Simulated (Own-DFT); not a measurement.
Simulation results for Hf₃₂O₆₃ (monoclinic hafnia with one vacancy, atoms displaced)

All values are calculated (Own-DFT development build). A calculation, not a measurement: plane-wave PBE density functional theory by an unreviewed code, no spin, of a simulated periodic cell, stress positive in tension, free energy of the whole cell less one offset for each atom, defect cell not probed for a lower state with spin; hafnium file: forces about 75 meV/angstrom off all-electron values; oxygen file: force components 24 meV/angstrom off all-electron in one glass; forces on such cells passed a denser k mesh, this cell's mesh not checked; offsets are fitted by least squares, one for each functional and potential file, so energies compare only between cells with the same atoms and settings and are not formation energies; the far tail of each file's local potential was reset to the Coulomb form; each entry is a single point on an unrelaxed cell, so the pressure reflects the starting lattice, mostly measured values, from which strain is counted, and rises with the displacements; printed positions are rounded, which can move forces by about a meV/angstrom; the program is a retired in-house code; no spin-orbit coupling; before rounding, a Quantum ESPRESSO 7.3.1 run of the same cell and cutoff gave forces within 1 meV/angstrom rms on each cell, which checks the program and not the settings.

Settings shared by all entries: functional PBE; potential files PseudoDojo norm-conserving, scalar-relativistic, standard set; wave cutoff 72 hartree; occupations Fermi-Dirac; smearing width 0.1 eV; k mesh 2 x 2 x 2 centred on Gamma.

(1) Hf₃₂O₆₃ (monoclinic hafnia with one vacancy, atoms displaced)

```cif
# cell vector a (Å): 10.2340 0.0000 0.0000
# cell vector b (Å): 0.0000 10.3500 0.0000
# cell vector c (Å): -1.6955 0.0000 10.4453
data_Hf32O63
_symmetry_space_group_name_H-M 'P 1'
_symmetry_Int_Tables_number 1
_cell_length_a 10.2340
_cell_length_b 10.3500
_cell_length_c 10.5820
_cell_angle_alpha 90.000
_cell_angle_beta 99.220
_cell_angle_gamma 90.000
_cell_volume 1106.39
loop_
_atom_site_label
_atom_site_type_symbol
_atom_site_fract_x
_atom_site_fract_y
_atom_site_fract_z
_atom_site_occupancy
Hf1 Hf 0.13476 0.03172 0.08923 1
Hf2 Hf 0.36110 0.27770 0.14397 1
Hf3 Hf 0.35782 0.47750 0.38791 1
Hf4 Hf 0.13920 0.23838 0.35745 1
O1 O 0.03389 0.14808 0.17213 1
O2 O 0.45678 0.42600 0.06970 1
O3 O 0.46466 0.33424 0.32098 1
O4 O 0.03634 0.08171 0.42076 1
O5 O 0.20938 0.37011 0.25275 1
O6 O 0.27497 0.13212 0.00430 1
O7 O 0.27946 0.11866 0.26397 1
O8 O 0.22040 0.37469 0.48834 1
Hf5 Hf 0.13815 0.02444 0.60479 1
Hf6 Hf 0.35558 0.25356 0.64076 1
Hf7 Hf 0.37455 0.48650 0.89932 1
Hf8 Hf 0.15243 0.22752 0.85124 1
O9 O 0.04138 0.16441 0.68006 1
O10 O 0.45960 0.41457 0.56910 1
O11 O 0.46532 0.32938 0.81152 1
O12 O 0.02960 0.08113 0.92974 1
O13 O 0.21791 0.37693 0.74972 1
O14 O 0.27630 0.13223 0.52227 1
O15 O 0.26570 0.11909 0.76059 1
O16 O 0.22111 0.38878 0.99076 1
Hf9 Hf 0.14751 0.51997 0.10209 1
Hf10 Hf 0.36038 0.77190 0.15010 1
Hf11 Hf 0.34824 0.97873 0.39267 1
Hf12 Hf 0.14381 0.72683 0.34944 1
O17 O 0.02754 0.67646 0.18351 1
O18 O 0.46587 0.91103 0.07569 1
O19 O 0.45952 0.83336 0.33723 1
O20 O 0.03924 0.59689 0.42446 1
O21 O 0.21995 0.87268 0.24157 1
O22 O 0.27306 0.62948 0.01240 1
O23 O 0.27961 0.63457 0.26745 1
O24 O 0.22563 0.87321 0.49898 1
Hf13 Hf 0.13792 0.53598 0.60858 1
Hf14 Hf 0.35658 0.78245 0.64873 1
Hf15 Hf 0.35910 0.98425 0.88933 1
Hf16 Hf 0.13097 0.72561 0.85246 1
O25 O 0.03375 0.66578 0.67872 1
O26 O 0.45158 0.92166 0.57307 1
O27 O 0.46295 0.83379 0.83556 1
O28 O 0.23546 0.88516 0.73524 1
O29 O 0.26799 0.61855 0.50484 1
O30 O 0.27739 0.61143 0.75466 1
O31 O 0.21454 0.88782 0.98845 1
Hf17 Hf 0.64411 0.03336 0.10420 1
Hf18 Hf 0.85951 0.28340 0.15214 1
Hf19 Hf 0.85732 0.48387 0.39061 1
Hf20 Hf 0.63944 0.24411 0.34732 1
O32 O 0.53832 0.16957 0.19020 1
O33 O 0.95487 0.41379 0.06757 1
O34 O 0.95351 0.35063 0.33151 1
O35 O 0.52525 0.09206 0.40955 1
O36 O 0.71656 0.38091 0.25657 1
O37 O 0.77964 0.13976 0.00222 1
O38 O 0.77176 0.12538 0.26722 1
O39 O 0.72726 0.35796 0.50954 1
Hf21 Hf 0.62795 0.01519 0.59916 1
Hf22 Hf 0.87211 0.26095 0.64662 1
Hf23 Hf 0.85635 0.48063 0.89010 1
Hf24 Hf 0.63680 0.23891 0.85329 1
O40 O 0.54413 0.16990 0.67941 1
O41 O 0.95435 0.41064 0.57100 1
O42 O 0.96141 0.32590 0.82964 1
O43 O 0.54857 0.08003 0.92675 1
O44 O 0.71409 0.36786 0.73399 1
O45 O 0.78659 0.12957 0.49892 1
O46 O 0.78028 0.12398 0.75356 1
O47 O 0.72141 0.37028 0.99119 1
Hf25 Hf 0.62674 0.52087 0.10022 1
Hf26 Hf 0.85936 0.76999 0.14846 1
Hf27 Hf 0.85407 0.98386 0.38488 1
Hf28 Hf 0.63113 0.72816 0.34908 1
O48 O 0.54233 0.66513 0.17840 1
O49 O 0.95130 0.90828 0.08421 1
O50 O 0.97239 0.83474 0.33638 1
O51 O 0.54250 0.57719 0.43199 1
O52 O 0.73434 0.88948 0.23324 1
O53 O 0.76690 0.63896 0.01590 1
O54 O 0.78145 0.62264 0.27044 1
O55 O 0.71435 0.87826 0.48537 1
Hf29 Hf 0.63736 0.52971 0.59475 1
Hf30 Hf 0.86936 0.77727 0.64127 1
Hf31 Hf 0.86290 0.97501 0.90609 1
Hf32 Hf 0.64594 0.73271 0.85349 1
O56 O 0.54658 0.66905 0.68622 1
O57 O 0.98037 0.91829 0.58437 1
O58 O 0.96759 0.82556 0.83219 1
O59 O 0.52816 0.57869 0.92709 1
O60 O 0.74120 0.88896 0.75150 1
O61 O 0.77377 0.64100 0.50069 1
O62 O 0.77156 0.62078 0.76212 1
O63 O 0.72119 0.88055 0.98665 1
```

It finds free energy of cell above offsets -82.001 eV; pressure 8.54 GPa; stress xx -8.51 GPa; stress yy -7.85 GPa; stress zz -9.26 GPa; stress yz -0.8 GPa; stress xz -0.23 GPa; stress xy 0.18 GPa.

Force:
| element | x (eV/Å) | y (eV/Å) | z (eV/Å) |
| --- | --- | --- | --- |
| Hf | 0.07 | -3.004 | 3.135 |
| Hf | 0.149 | -2.164 | 1.408 |
| Hf | 0.073 | -0.226 | 3.617 |
| Hf | -1.941 | -2.845 | 0.94 |
| O | -2.47 | 3.903 | 1.65 |
| O | 0.155 | -1.825 | 2.503 |
| O | -1.868 | 1.847 | -0.777 |
| O | 0.585 | 1.042 | 0.074 |
| O | 1.954 | 2.151 | -3.036 |
| O | 1.072 | 1.44 | 0.627 |
| O | -0.524 | 1.549 | -0.853 |
| O | -0.084 | -0.674 | 0.257 |
| Hf | -0.832 | -0.674 | -1.165 |
| Hf | 3.056 | 5.923 | 2.081 |
| Hf | -4.451 | -2.817 | -4.581 |
| Hf | -4.062 | 2.864 | 0.433 |
| O | 0.583 | -0.323 | -0.177 |
| O | -0.19 | -0.09 | -0.197 |
| O | -1.72 | 1.668 | 2.336 |
| O | 0.778 | 1.209 | -1.799 |
| O | 0.601 | -0.297 | -1.079 |
| O | -0.657 | -2.305 | -3.423 |
| O | 2.401 | -0.456 | -0.233 |
| O | 0.129 | -1.82 | 0.895 |
| Hf | -3.044 | 0.986 | -0.206 |
| Hf | 0.119 | 2.252 | -0.759 |
| Hf | 1.513 | 0.623 | -0.34 |
| Hf | -2.507 | 2.247 | 2.006 |
| O | 2.336 | -3.07 | -1.863 |
| O | -0.089 | 0.46 | 0.511 |
| O | 0.558 | -0.785 | -0.889 |
| O | -2.047 | -1.938 | 0.895 |
| O | 0.801 | 1.221 | -0.846 |
| O | 0.053 | 1.067 | -0.083 |
| O | 1.49 | -2.938 | -1.796 |
| O | -0.436 | -0.642 | -1.078 |
| Hf | -0.139 | -4.493 | -2.007 |
| Hf | 1.745 | -2.784 | -0.417 |
| Hf | 1.82 | -1.564 | 2.41 |
| Hf | 0.571 | 0.287 | 1.659 |
| O | -0.652 | 0.659 | 0.388 |
| O | 1.579 | 0.292 | 1.141 |
| O | 0.414 | -0.3 | -0.843 |
| O | -1.516 | -0.058 | 1.218 |
| O | 1.708 | 1.739 | 0.902 |
| O | -0.152 | 1.906 | 0.765 |
| O | 1.197 | -2.329 | -1.291 |
| Hf | -0.593 | -1.263 | -0.396 |
| Hf | 0.726 | -2.228 | -1.225 |
| Hf | -0.275 | 1.495 | 4.367 |
| Hf | -0.172 | -3.375 | 5.647 |
| O | -1.479 | -0.124 | -4.372 |
| O | 1.861 | 1.267 | 0.914 |
| O | 3.41 | -3.46 | -2.185 |
| O | -0.236 | -1.189 | 2.134 |
| O | 0.718 | 2.059 | -3.456 |
| O | 0.006 | -0.238 | 1.958 |
| O | 0.913 | 1.028 | -2.429 |
| O | -0.891 | 1.994 | -2.493 |
| Hf | 1.697 | 2.532 | -0.353 |
| Hf | -2.852 | 0.533 | -0.027 |
| Hf | 0.76 | -2.159 | -0.334 |
| Hf | 2.009 | -1.75 | -1.343 |
| O | -1.714 | -1.431 | -1.905 |
| O | 2.41 | 2.156 | 0.461 |
| O | 0.301 | 1.33 | 0.642 |
| O | -2.2 | 0.244 | -0.659 |
| O | 0.831 | 2.205 | 1.215 |
| O | -0.851 | -0.822 | 0.86 |
| O | -0.456 | -1.02 | 0.657 |
| O | -0.665 | 1.772 | 1.203 |
| Hf | 3.044 | 0.287 | 1.023 |
| Hf | -0.303 | 0.075 | 1.255 |
| Hf | 1.659 | -0.523 | 1.874 |
| Hf | 1.32 | 1.122 | 2.037 |
| O | -1.675 | 0.269 | -0.787 |
| O | 2.643 | 2.197 | -1.087 |
| O | -1.192 | 0.752 | -0.061 |
| O | -1.382 | 1.372 | -3.535 |
| O | -1.575 | -0.746 | 0.462 |
| O | -0.282 | -1.563 | -1.063 |
| O | -1.041 | 0.549 | -1.935 |
| O | 0.687 | -0.409 | 0.23 |
| Hf | 0.294 | -3.499 | 3.181 |
| Hf | -1.212 | 1.004 | -0.067 |
| Hf | -0.704 | 1.777 | -1.288 |
| Hf | -0.749 | 1.263 | 0.759 |
| O | -1.853 | 0.668 | -1.533 |
| O | -2.378 | -1.477 | -0.036 |
| O | 0.133 | -0.06 | 0.043 |
| O | 3.711 | 2.983 | -0.173 |
| O | -1.258 | -1.718 | -2.044 |
| O | 0.062 | -0.056 | 1.596 |
| O | 1.565 | -0.009 | -0.098 |
| O | -0.902 | -0.73 | 0.249 |

(2) Hf₃₂O₆₃ (monoclinic hafnia with one vacancy, atoms displaced)

```cif
# cell vector a (Å): 10.2340 0.0000 0.0000
# cell vector b (Å): 0.0000 10.3500 0.0000
# cell vector c (Å): -1.6955 0.0000 10.4453
data_Hf32O63
_symmetry_space_group_name_H-M 'P 1'
_symmetry_Int_Tables_number 1
_cell_length_a 10.2340
_cell_length_b 10.3500
_cell_length_c 10.5820
_cell_angle_alpha 90.000
_cell_angle_beta 99.220
_cell_angle_gamma 90.000
_cell_volume 1106.39
loop_
_atom_site_label
_atom_site_type_symbol
_atom_site_fract_x
_atom_site_fract_y
_atom_site_fract_z
_atom_site_occupancy
Hf1 Hf 0.13538 0.01850 0.09937 1
Hf2 Hf 0.35951 0.26967 0.14807 1
Hf3 Hf 0.35923 0.47425 0.39597 1
Hf4 Hf 0.14339 0.23104 0.36213 1
O1 O 0.03597 0.16430 0.17067 1
O2 O 0.46383 0.41540 0.07920 1
O3 O 0.46252 0.33363 0.32608 1
O4 O 0.22044 0.37847 0.23860 1
O5 O 0.27241 0.12563 0.00467 1
O6 O 0.27695 0.12228 0.26214 1
O7 O 0.22469 0.37558 0.49209 1
Hf5 Hf 0.13925 0.01727 0.60223 1
Hf6 Hf 0.36433 0.26916 0.64653 1
Hf7 Hf 0.36120 0.48242 0.89339 1
Hf8 Hf 0.13651 0.23249 0.85015 1
O8 O 0.03652 0.16316 0.67798 1
O9 O 0.46329 0.41324 0.57002 1
O10 O 0.46437 0.33488 0.83265 1
O11 O 0.03703 0.08631 0.92232 1
O12 O 0.22358 0.37741 0.74335 1
O13 O 0.27319 0.12491 0.50806 1
O14 O 0.27265 0.11711 0.76124 1
O15 O 0.22649 0.37129 0.98545 1
Hf9 Hf 0.13752 0.51665 0.10393 1
Hf10 Hf 0.36703 0.77057 0.13984 1
Hf11 Hf 0.36312 0.98012 0.39374 1
Hf12 Hf 0.13676 0.72983 0.35021 1
O16 O 0.03793 0.66549 0.17074 1
O17 O 0.46627 0.91240 0.07374 1
O18 O 0.46096 0.83656 0.32763 1
O19 O 0.03842 0.58177 0.42455 1
O20 O 0.22236 0.88202 0.24062 1
O21 O 0.27685 0.63050 0.00967 1
O22 O 0.27158 0.61944 0.26002 1
O23 O 0.22812 0.87586 0.49167 1
Hf13 Hf 0.14080 0.52156 0.60500 1
Hf14 Hf 0.36578 0.76532 0.64916 1
Hf15 Hf 0.35973 0.97770 0.89825 1
Hf16 Hf 0.14387 0.73474 0.85464 1
O24 O 0.03639 0.66421 0.67799 1
O25 O 0.45874 0.91751 0.57705 1
O26 O 0.46387 0.82936 0.82900 1
O27 O 0.03992 0.58409 0.92472 1
O28 O 0.22528 0.87402 0.73792 1
O29 O 0.27467 0.62606 0.50826 1
O30 O 0.27128 0.62424 0.76065 1
O31 O 0.22114 0.87469 0.99008 1
Hf17 Hf 0.62994 0.01837 0.10069 1
Hf18 Hf 0.86794 0.26890 0.15002 1
Hf19 Hf 0.86435 0.47772 0.39524 1
Hf20 Hf 0.63811 0.23193 0.35764 1
O32 O 0.53901 0.17360 0.17887 1
O33 O 0.95918 0.41334 0.07763 1
O34 O 0.96355 0.34329 0.32584 1
O35 O 0.53800 0.08372 0.42432 1
O36 O 0.72245 0.38455 0.23775 1
O37 O 0.77488 0.12747 0.01162 1
O38 O 0.77434 0.11750 0.25910 1
O39 O 0.72817 0.37122 0.49301 1
Hf21 Hf 0.63496 0.01957 0.60181 1
Hf22 Hf 0.86406 0.27130 0.64848 1
Hf23 Hf 0.86492 0.47930 0.89516 1
Hf24 Hf 0.63159 0.23239 0.85486 1
O40 O 0.53651 0.16961 0.67146 1
O41 O 0.96053 0.41598 0.57574 1
O42 O 0.96146 0.32980 0.82284 1
O43 O 0.53424 0.08632 0.92106 1
O44 O 0.72191 0.38086 0.73715 1
O45 O 0.77542 0.12770 0.51013 1
O46 O 0.77532 0.11529 0.75658 1
O47 O 0.72335 0.37729 0.98847 1
Hf25 Hf 0.63426 0.51703 0.10596 1
Hf26 Hf 0.85863 0.77175 0.14483 1
Hf27 Hf 0.86137 0.97425 0.39613 1
Hf28 Hf 0.63489 0.73098 0.35271 1
O48 O 0.53105 0.66673 0.17130 1
O49 O 0.96218 0.91325 0.07530 1
O50 O 0.96247 0.83189 0.33015 1
O51 O 0.54211 0.58256 0.42691 1
O52 O 0.72213 0.87633 0.24004 1
O53 O 0.77773 0.62281 0.00852 1
O54 O 0.77429 0.62288 0.26002 1
O55 O 0.72250 0.86766 0.48780 1
Hf29 Hf 0.63845 0.51682 0.60538 1
Hf30 Hf 0.85779 0.76693 0.64409 1
Hf31 Hf 0.85958 0.98058 0.89672 1
Hf32 Hf 0.63711 0.73051 0.85271 1
O56 O 0.53934 0.67061 0.67290 1
O57 O 0.96562 0.91055 0.57583 1
O58 O 0.95367 0.82995 0.82157 1
O59 O 0.53608 0.58277 0.92479 1
O60 O 0.72199 0.88643 0.73911 1
O61 O 0.78151 0.63115 0.51337 1
O62 O 0.77440 0.62163 0.75795 1
O63 O 0.72707 0.87401 0.99258 1
```

Results for Hf₃₂O₆₃ (monoclinic hafnia with one vacancy, atoms displaced): free energy of cell above offsets -93.908 eV; pressure 4.25 GPa; stress xx -4.39 GPa; stress yy -3.98 GPa; stress zz -4.37 GPa; stress yz -0.06 GPa; stress xz -0.41 GPa; stress xy 0.22 GPa.

Force:
| element | x (eV/Å) | y (eV/Å) | z (eV/Å) |
| --- | --- | --- | --- |
| Hf | -0.361 | 0.329 | 0.833 |
| Hf | 0.358 | -0.178 | -0.703 |
| Hf | 0.609 | 1.785 | -0.66 |
| Hf | -0.912 | -0.842 | -1.064 |
| O | 0.061 | 0.369 | 1 |
| O | -0.391 | 0.022 | -0.145 |
| O | -0.051 | 0.032 | 0.32 |
| O | 0.175 | -0.419 | 0.275 |
| O | 0.691 | 0.428 | 1.022 |
| O | -0.122 | 0.462 | -0.09 |
| O | -0.201 | -1.165 | -0.157 |
| Hf | -0.84 | -0.208 | 0.217 |
| Hf | -0.424 | -0.295 | 0.283 |
| Hf | -0.205 | -0.077 | 0.993 |
| Hf | 0.247 | -1.009 | 0.641 |
| O | -0.103 | -0.088 | -1.128 |
| O | 0.096 | -0.232 | 1.133 |
| O | -0.224 | -0.138 | -0.909 |
| O | -0.856 | -0.594 | 0.003 |
| O | 0.506 | 0.437 | -0.937 |
| O | -0.228 | 1.413 | 0.307 |
| O | 0.831 | 0.244 | -0.349 |
| O | -0.284 | 0.124 | 0.69 |
| Hf | -0.302 | 0.981 | -0.263 |
| Hf | -1.986 | -0.632 | 1.578 |
| Hf | -0.762 | -0.266 | 0.277 |
| Hf | 0.289 | 0.029 | 0.527 |
| O | -0.763 | 0.316 | 0.085 |
| O | -0.193 | 0.333 | -0.107 |
| O | 0.798 | -0.788 | -0.59 |
| O | -0.126 | 0.236 | -0.195 |
| O | 0.248 | -0.352 | -0.504 |
| O | 0.272 | 0.076 | -0.023 |
| O | 0.722 | -0.168 | -0.042 |
| O | -0.521 | -0.959 | -0.558 |
| Hf | -1.504 | 0.51 | -0.003 |
| Hf | -0.558 | 0.956 | -1.311 |
| Hf | -0.134 | 0.784 | -1.468 |
| Hf | -2.317 | -0.703 | -0.453 |
| O | -0.075 | -0.13 | -0.483 |
| O | 0.776 | 0.138 | 0.415 |
| O | -0.179 | 0.371 | 0.37 |
| O | -0.369 | -0.35 | -0.214 |
| O | -0.038 | 0.27 | 0.578 |
| O | 0.449 | 0.436 | 0.617 |
| O | 1.021 | -0.725 | 0.013 |
| O | 0.46 | -0.356 | -0.209 |
| Hf | 2.112 | 1.485 | 1.119 |
| Hf | -1.472 | -0.47 | -0.598 |
| Hf | -1.066 | 1.638 | 0.44 |
| Hf | 0.862 | -0.506 | -0.261 |
| O | -0.501 | -0.908 | -1.121 |
| O | 1.397 | 0.699 | -0.286 |
| O | 1.741 | -2.055 | -0.105 |
| O | -0.601 | 0.099 | -0.46 |
| O | 0.108 | -1.057 | 0.709 |
| O | -0.215 | 0.407 | -0.106 |
| O | 0.13 | 0.21 | 0.501 |
| O | -0.606 | -0.035 | -0.493 |
| Hf | 0.754 | 0.078 | 0.496 |
| Hf | -0.483 | -1.065 | -0.945 |
| Hf | -0.544 | 0.587 | 0.137 |
| Hf | 2.109 | -0.121 | 0.291 |
| O | -0.569 | 0.232 | 0.06 |
| O | 1.238 | 0.287 | 0.415 |
| O | 0.121 | 0.655 | 0.89 |
| O | -0.862 | -0.766 | 0.269 |
| O | 0.002 | -0.567 | 0.55 |
| O | 0.155 | 0.033 | -0.029 |
| O | -0.337 | 1.15 | 0.447 |
| O | -0.258 | -0.975 | -0.359 |
| Hf | 1.107 | 0.348 | -0.382 |
| Hf | 0.244 | -1.025 | -0.027 |
| Hf | -0.271 | 1.005 | 0.333 |
| Hf | 0.523 | -0.613 | 0.528 |
| O | 0.283 | -0.052 | 0.122 |
| O | 0.784 | 0.347 | 0.214 |
| O | 0.362 | -0.131 | -0.55 |
| O | -1.004 | -0.253 | -0.641 |
| O | -0.268 | 0.263 | -0.485 |
| O | -0.155 | 1.128 | 0.295 |
| O | -0.109 | 0.098 | 0.066 |
| O | -0.186 | 0.506 | 0.157 |
| Hf | 0.777 | 0.909 | -0.611 |
| Hf | 0.606 | 0.588 | 0.471 |
| Hf | 0.428 | 0.167 | -0.815 |
| Hf | 1.004 | -0.357 | 0.603 |
| O | -0.212 | -0.579 | -0.167 |
| O | 0.51 | 0.821 | -0.444 |
| O | 1.255 | 0.182 | 1.234 |
| O | -0.348 | 0.282 | -0.634 |
| O | -0.542 | -1.292 | 0.106 |
| O | -0.572 | -0.895 | -0.585 |
| O | -0.092 | -0.254 | 0.423 |
| O | -0.924 | -0.641 | -0.382 |

(3) Hf₃₂O₆₃ (monoclinic hafnia with one vacancy, atoms displaced)

```cif
# cell vector a (Å): 10.2340 0.0000 0.0000
# cell vector b (Å): 0.0000 10.3500 0.0000
# cell vector c (Å): -1.6955 0.0000 10.4453
data_Hf32O63
_symmetry_space_group_name_H-M 'P 1'
_symmetry_Int_Tables_number 1
_cell_length_a 10.2340
_cell_length_b 10.3500
_cell_length_c 10.5820
_cell_angle_alpha 90.000
_cell_angle_beta 99.220
_cell_angle_gamma 90.000
_cell_volume 1106.39
loop_
_atom_site_label
_atom_site_type_symbol
_atom_site_fract_x
_atom_site_fract_y
_atom_site_fract_z
_atom_site_occupancy
Hf1 Hf 0.13832 0.01711 0.10089 1
Hf2 Hf 0.36122 0.26596 0.14814 1
Hf3 Hf 0.36314 0.47471 0.39574 1
Hf4 Hf 0.13727 0.22746 0.34953 1
O1 O 0.03839 0.17029 0.17238 1
O2 O 0.46044 0.41519 0.07784 1
O3 O 0.46163 0.33012 0.32638 1
O4 O 0.03727 0.08826 0.42493 1
O5 O 0.22486 0.37700 0.23098 1
O6 O 0.27409 0.13118 0.00848 1
O7 O 0.27525 0.11854 0.25838 1
O8 O 0.22659 0.37045 0.49405 1
Hf5 Hf 0.13802 0.01903 0.60245 1
Hf6 Hf 0.36712 0.27335 0.64384 1
Hf7 Hf 0.36317 0.48482 0.89485 1
Hf8 Hf 0.13912 0.23267 0.85196 1
O9 O 0.03268 0.16818 0.67304 1
O10 O 0.45845 0.41730 0.57697 1
O11 O 0.45731 0.33729 0.82386 1
O12 O 0.03767 0.08339 0.92420 1
O13 O 0.22358 0.37933 0.73662 1
O14 O 0.27512 0.12941 0.50897 1
O15 O 0.27389 0.11917 0.75754 1
O16 O 0.22519 0.37616 0.99043 1
Hf9 Hf 0.13121 0.52335 0.10552 1
Hf10 Hf 0.36001 0.76529 0.14415 1
Hf11 Hf 0.36325 0.97889 0.39729 1
Hf12 Hf 0.13811 0.72832 0.35651 1
O17 O 0.03892 0.66732 0.16931 1
O18 O 0.45953 0.91259 0.07596 1
O19 O 0.46425 0.83076 0.32498 1
O20 O 0.03683 0.58161 0.42141 1
O21 O 0.23051 0.87377 0.24305 1
O22 O 0.27848 0.62349 0.01000 1
O23 O 0.27372 0.62179 0.25989 1
O24 O 0.22217 0.86585 0.49480 1
Hf13 Hf 0.13793 0.52369 0.60231 1
Hf14 Hf 0.36926 0.76750 0.64731 1
Hf15 Hf 0.36145 0.97365 0.89321 1
Hf16 Hf 0.13818 0.72808 0.85582 1
O25 O 0.03379 0.66028 0.66657 1
O26 O 0.46972 0.91970 0.57876 1
O27 O 0.46864 0.83287 0.82959 1
O28 O 0.03560 0.58967 0.91778 1
O29 O 0.22420 0.88039 0.73641 1
O30 O 0.27396 0.62807 0.50954 1
O31 O 0.27830 0.62111 0.76280 1
O32 O 0.22062 0.87027 0.98461 1
Hf17 Hf 0.63930 0.02806 0.10004 1
Hf18 Hf 0.85727 0.26930 0.14763 1
Hf19 Hf 0.86418 0.47830 0.39749 1
Hf20 Hf 0.63811 0.23570 0.35582 1
O33 O 0.53903 0.16723 0.17292 1
O34 O 0.96618 0.41871 0.07740 1
O35 O 0.96679 0.33186 0.32824 1
O36 O 0.53576 0.08078 0.42540 1
O37 O 0.72594 0.37735 0.24150 1
O38 O 0.77917 0.13226 0.01067 1
O39 O 0.77133 0.11724 0.25659 1
O40 O 0.72309 0.37012 0.48828 1
Hf21 Hf 0.63217 0.01464 0.60262 1
Hf22 Hf 0.86497 0.26757 0.65008 1
Hf23 Hf 0.86592 0.48508 0.89634 1
Hf24 Hf 0.63284 0.22890 0.84886 1
O41 O 0.53600 0.16651 0.67378 1
O42 O 0.97056 0.41841 0.57469 1
O43 O 0.96412 0.33213 0.82606 1
O44 O 0.53292 0.08186 0.92423 1
O45 O 0.72915 0.37938 0.73924 1
O46 O 0.77925 0.13225 0.50702 1
O47 O 0.77717 0.12385 0.76466 1
O48 O 0.72640 0.37043 0.99481 1
Hf25 Hf 0.63833 0.52445 0.10042 1
Hf26 Hf 0.85812 0.76616 0.13643 1
Hf27 Hf 0.86365 0.97494 0.39310 1
Hf28 Hf 0.63607 0.73056 0.34644 1
O49 O 0.54098 0.66515 0.17669 1
O50 O 0.96300 0.91487 0.07674 1
O51 O 0.96404 0.83140 0.32535 1
O52 O 0.53804 0.58813 0.42697 1
O53 O 0.72679 0.88249 0.23672 1
O54 O 0.76977 0.62075 0.26394 1
O55 O 0.71982 0.87129 0.48575 1
Hf29 Hf 0.63594 0.51675 0.60132 1
Hf30 Hf 0.86346 0.76858 0.64498 1
Hf31 Hf 0.85757 0.98527 0.88994 1
Hf32 Hf 0.63465 0.72762 0.85134 1
O56 O 0.53586 0.65981 0.66979 1
O57 O 0.96207 0.91283 0.57648 1
O58 O 0.96133 0.83570 0.82611 1
O59 O 0.53632 0.58568 0.92161 1
O60 O 0.72010 0.88468 0.74070 1
O61 O 0.77457 0.63182 0.51193 1
O62 O 0.77623 0.61723 0.75978 1
O63 O 0.72484 0.87534 0.99205 1
```

The calculation gives: free energy of cell above offsets -93.846 eV; pressure 4.42 GPa; stress xx -4.84 GPa; stress yy -4.15 GPa; stress zz -4.28 GPa; stress yz -0.39 GPa; stress xz -0.37 GPa; stress xy 0.63 GPa.

Force:
| element | x (eV/Å) | y (eV/Å) | z (eV/Å) |
| --- | --- | --- | --- |
| Hf | -0.508 | 0.534 | 0.239 |
| Hf | -0.079 | 0.67 | -1.609 |
| Hf | -0.669 | 1.085 | -0.519 |
| Hf | 0.169 | 0.486 | 0.717 |
| O | -0.353 | -0.56 | -0.521 |
| O | 1.224 | 0.616 | -0.029 |
| O | 0.289 | 0.128 | 0.75 |
| O | -0.719 | -0.963 | -0.243 |
| O | -0.352 | 0.318 | 1.268 |
| O | 0.247 | -0.453 | 0.035 |
| O | 0.294 | -0.394 | 0.237 |
| O | 0.088 | -0.105 | -1.371 |
| Hf | -0.074 | 0.765 | 0.271 |
| Hf | -2.488 | -0.913 | 0.226 |
| Hf | -1.22 | -1.636 | 0.68 |
| Hf | 0.571 | -0.047 | 0.558 |
| O | 0.599 | -0.783 | -0.037 |
| O | 1.629 | 0.776 | -0.217 |
| O | 1.629 | -0.722 | 0.247 |
| O | -0.452 | -0.076 | -0.41 |
| O | -0.127 | 0.143 | 0.203 |
| O | 0.432 | -0.441 | 0.019 |
| O | 0.183 | -0.022 | 0.191 |
| O | -0.326 | -0.516 | -0.863 |
| Hf | 2.15 | -1.484 | -0.267 |
| Hf | 0.301 | 0.576 | 0.498 |
| Hf | -0.184 | -0.043 | -0.673 |
| Hf | 0.21 | 0.253 | -0.346 |
| O | -1.423 | 1.028 | 0.13 |
| O | 0.522 | 0.317 | -0.055 |
| O | -0.196 | 0.4 | 0.311 |
| O | -0.252 | 0.152 | -0.595 |
| O | -0.684 | 0.53 | -0.574 |
| O | -0.325 | 1.017 | 0.107 |
| O | 0.275 | -0.602 | 0.414 |
| O | 0.662 | 0.53 | -0.351 |
| Hf | 0.763 | -1.402 | 0.172 |
| Hf | -1.476 | 0.146 | -0.638 |
| Hf | -0.68 | 1.256 | 0.414 |
| Hf | 0.22 | 1 | -1.147 |
| O | -0.596 | 1.441 | 1.071 |
| O | -1.988 | -1.584 | 0.157 |
| O | -0.319 | -0.254 | -0.672 |
| O | -0.836 | -0.846 | 0.62 |
| O | 0.399 | -0.808 | 0.465 |
| O | 0.7 | 0.253 | 0.268 |
| O | -0.02 | 0.857 | -0.444 |
| O | -0.047 | -0.303 | 0.388 |
| Hf | -0.357 | -1.551 | 0.983 |
| Hf | 0.993 | 0.218 | 0.035 |
| Hf | 0.017 | -0.024 | 0.123 |
| Hf | 0.586 | -1.785 | -0.194 |
| O | -0.701 | 0.406 | 0.016 |
| O | -0.705 | -0.108 | -0.09 |
| O | -0.376 | 0.376 | -0.146 |
| O | -0.139 | 0.575 | -0.69 |
| O | -0.283 | 0.335 | -0.044 |
| O | -0.433 | -0.31 | -0.461 |
| O | 0.648 | 0.735 | 0.368 |
| O | -0.007 | 0.665 | 0.414 |
| Hf | 2.563 | 1.495 | -0.427 |
| Hf | -0.085 | 0.555 | -1.31 |
| Hf | -0.474 | -1.591 | -0.316 |
| Hf | 0.276 | 0.732 | 1.101 |
| O | 0.121 | -0.017 | -0.11 |
| O | -1.249 | -0.862 | 0.189 |
| O | 0.027 | 0.666 | 0.728 |
| O | 0.328 | 0.625 | -0.743 |
| O | -0.879 | -0.118 | 0.227 |
| O | -0.402 | -0.339 | 0.352 |
| O | -0.292 | 0.357 | -0.713 |
| O | -0.174 | 0.583 | -0.821 |
| Hf | -0.297 | -1.412 | 0.773 |
| Hf | 0.109 | 1.424 | 1.144 |
| Hf | -0.641 | 0.78 | 0.106 |
| Hf | 0.413 | 0.532 | 1.887 |
| O | -1.328 | 0.077 | -1.459 |
| O | 0.283 | 0.015 | -0.008 |
| O | 0.285 | -0.342 | -0.069 |
| O | -1.056 | -0.983 | -0.46 |
| O | -0.082 | -0.656 | -0.25 |
| O | 1.511 | -0.411 | -1.247 |
| O | 0.315 | 0.251 | 0.317 |
| Hf | 1.235 | 0.224 | -0.047 |
| Hf | -0.441 | 0.207 | -0.097 |
| Hf | 0.987 | -0.908 | 1.305 |
| Hf | 1.616 | 0.648 | 0.526 |
| O | -0.521 | 0.805 | 0.637 |
| O | 0.542 | 0.421 | -0.162 |
| O | 0.48 | -0.463 | -0.091 |
| O | 0.294 | -0.045 | 0.221 |
| O | 0.177 | -0.938 | -0.115 |
| O | 0.25 | -0.608 | -0.047 |
| O | -0.255 | 0.686 | 0.559 |
| O | -0.043 | -1.234 | -0.97 |
